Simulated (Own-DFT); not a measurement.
# A surface energy from a slab and the bulk: wurtzite AlN, m plane (10-10)

Calculated, not measured: single-point runs of Own-DFT, a retired in-house plane-wave DFT program that no person has reviewed, on unrelaxed cells, without spin or spin-orbit coupling.

Keep in mind (not all hold for every row): some atoms lie very close together; forces not confirmed at this smearing and k mesh; k mesh not checked against a denser one.

Both sets of runs: PBE; PseudoDojo norm-conserving scalar-relativistic files; cutoff 42 hartree; Gaussian smearing of 0.01 eV. The slab has 128 atoms in 16 layers, two equal faces of 62.02 Å² as cut, 15 Å of vacuum, a dipole correction along the normal and a 6 x 3 x 1 mesh. The bulk cell has 72 atoms, the same measured lattice constants and a 4 x 4 x 3 mesh. All atoms were moved at random; u is the rms move along one axis. Energies are counted from -174.06 eV for each atom.

```
slab run   u (Å)  E (eV, cell)
       1  0.0200        20.388
       2  0.0203        20.162
       3  0.0206        20.457
       4  0.0471        26.853
       5  0.0484        28.997
       6  0.0496        28.494
       7  0.0933        56.295
       8  0.0946        52.685
       9  0.0982        56.534
      10  0.0995        63.579
      11  0.1045        69.144
      12  0.1079        66.121
```

```
bulk run   u (Å)  E (meV/atom)
       1  0.0185         -4.71
       2  0.0196         -2.00
       3  0.0202         -2.29
       4  0.0202         -1.84
       5  0.0216          2.04
       6  0.0945        277.33
       7  0.0954        286.21
       8  0.0992        357.37
       9  0.1028        405.19
      10  0.1044        314.78
```

Q: what is the energy of the unrelaxed surface?

## Answer

Take each set to u = 0 with E = a + b u². Rows are weighted down as u grows, with residuals divided by u² + 0.0006 Å². Slab: a = 18.58 ± 0.17 eV. Bulk: a = -15.8 ± 1.4 meV/atom. The excess is 18.58 - 128 x (-0.0158) = 20.60 ± 0.25 eV. Over two faces that is 166 meV/Å², or 2.66 ± 0.03 J/m². Relaxing the faces would lower the energy, and the unlike meshes and the reach from the smallest u down to zero add errors that aren't counted here.
